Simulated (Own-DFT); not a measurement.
# Energy and forces against displacement in 4H SiC, 128 atoms (C64Si64)

These are calculations, not measurements. They come from Own-DFT, an in-house plane-wave density functional program, since retired, whose code no person has reviewed. Each row is one single-point run on a periodic cell that was not relaxed, without spin or spin-orbit coupling.

Settings of every run: PBE; PseudoDojo norm-conserving scalar-relativistic files; cutoff 42 hartree; 3 x 3 x 3 k mesh centred on Gamma; Fermi-Dirac smearing of 0.1 eV.

Known limits, some of them of some rows only: some atoms lie very close together; forces on such cells passed a denser k mesh, each cell not checked; stress not checked against mesh or cutoff.

Cell vectors in Å: (12.331, 0.000, 0.000); (-6.165, 10.679, 0.000); (0.000, 0.000, 10.068). In each run every atom was moved at random and independently from its ideal site; u is the rms move along one axis. E is the free energy for each atom above the fitted value at u = 0, and F the rms of the force components.

| run | u (Å) | E (meV/atom) | F (eV/Å) | largest force (eV/Å) | P (GPa) |
|---|---|---|---|---|---|
| 1 | 0.0277 | 29.2 | 0.791 | 3.41 | 3.67 |
| 2 | 0.0287 | 33.3 | 0.855 | 3.03 | 3.75 |
| 3 | 0.0297 | 31.1 | 0.808 | 2.78 | 3.68 |
| 4 | 0.0578 | 129.1 | 1.734 | 7.23 | 6.09 |
| 5 | 0.0580 | ? | ? | ? | ? |
| 6 | 0.0595 | 123.3 | 1.709 | 6.55 | 5.72 |
| 7 | 0.0961 | 331.6 | 2.849 | 10.91 | 10.97 |
| 8 | 0.1011 | 381.1 | 3.199 | 13.50 | 11.70 |
| 9 | 0.1058 | 459.9 | 3.895 | 17.82 | 14.49 |

## Worked fit

For small independent moves the energy grows as E = (3/2) K u², with K the mean stiffness felt by one atom. The runs with u up to 0.11 Å give K = 25.1 ± 0.8 eV/Å², with residuals divided by u² + 0.0006 Å², since the noise grows with the moves. The scatter is 6.3 meV/atom at u = 0.05 Å. The forces follow F = G u with G = 30.4 eV/Å²; no force at u = 0 is resolved. G exceeds K because the moves of its neighbours add to the force on an atom, and stiffness differs between atoms. The pressure follows P = 2.80 + 942 u² GPa: at fixed volume, shortened bonds push harder than stretched ones pull.

## Withheld run

Question: what energy and rms force should run 5 give?

The fit gives 127 ± 9 meV/atom and about 1.76 eV/Å. The calculation gave 129.6 meV/atom and 1.762 eV/Å.
